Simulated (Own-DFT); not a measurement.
# Which defects push the lattice out? L1_0 TiAl

No measurement is shown. These are fixed-geometry runs of a retired plane-wave code named Own-DFT, which no person has reviewed; spin and spin-orbit coupling are neglected.

Common settings: PBE; PseudoDojo norm-conserving scalar-relativistic files; cutoff 42 hartree; 4 x 4 x 4 k mesh centred on Gamma; cold (Marzari-Vanderbilt) smearing of 0.2 eV.

Limits: forces on such cells failed a check on a denser k mesh; stress not checked against mesh or cutoff.

All runs share one cell, with vectors in Å (5.622, 5.622, 0.000); (-5.622, 5.622, 0.000); (0.000, 0.000, 8.133) and a volume of 514.0 Å³. u is the rms random offset of the atoms per axis. The defect's site can differ from row to row.

| cell | formula | u (Å) | P (GPa) |
|---|---|---|---|
| no defect | Al16Ti16 | 0.0198 | 1.17 |
| no defect | Al16Ti16 | 0.0531 | 1.80 |
| no defect | Al16Ti16 | 0.0574 | 1.89 |
| two Al vacancies | Al14Ti16 | 0.0280 | -0.67 |
| two Al vacancies | Al14Ti16 | 0.0312 | ? |
| two Al vacancies | Al14Ti16 | 0.0442 | -0.26 |
| two Al vacancies | Al14Ti16 | 0.0499 | -0.21 |
| one Ti vacancy | Al16Ti15 | 0.0261 | 0.43 |
| one Ti vacancy | Al16Ti15 | 0.0273 | 0.47 |
| one Ti vacancy | Al16Ti15 | 0.0333 | 0.55 |

## What the rows give

P = P0 + c u² + a shift for each defect gives P0 = 1.06 GPa, c = 260 ± 16 GPa/Å² and a scatter of 0.04 GPa. The shifts, and each times the cell's volume:

- one Ti vacancy: -0.80 ± 0.04 GPa, -2.6 eV
- two Al vacancies: -1.89 ± 0.03 GPa, -6.1 eV (-3.0 eV for each of its 2 sites)

Positive is outwards. The product with the volume (160.2 GPa Å³ to the eV) is nearly free of the cell's size; divided by the bulk modulus at the cell's pressure it gives the volume that the defect adds. The atoms around the defects weren't relaxed, which would change these numbers.

## Withheld run

The question: what pressure belongs in the blank (two Al vacancies, u = 0.0312 Å)?

From the fit: -0.58 ± 0.05 GPa. Computed: -0.63 GPa.
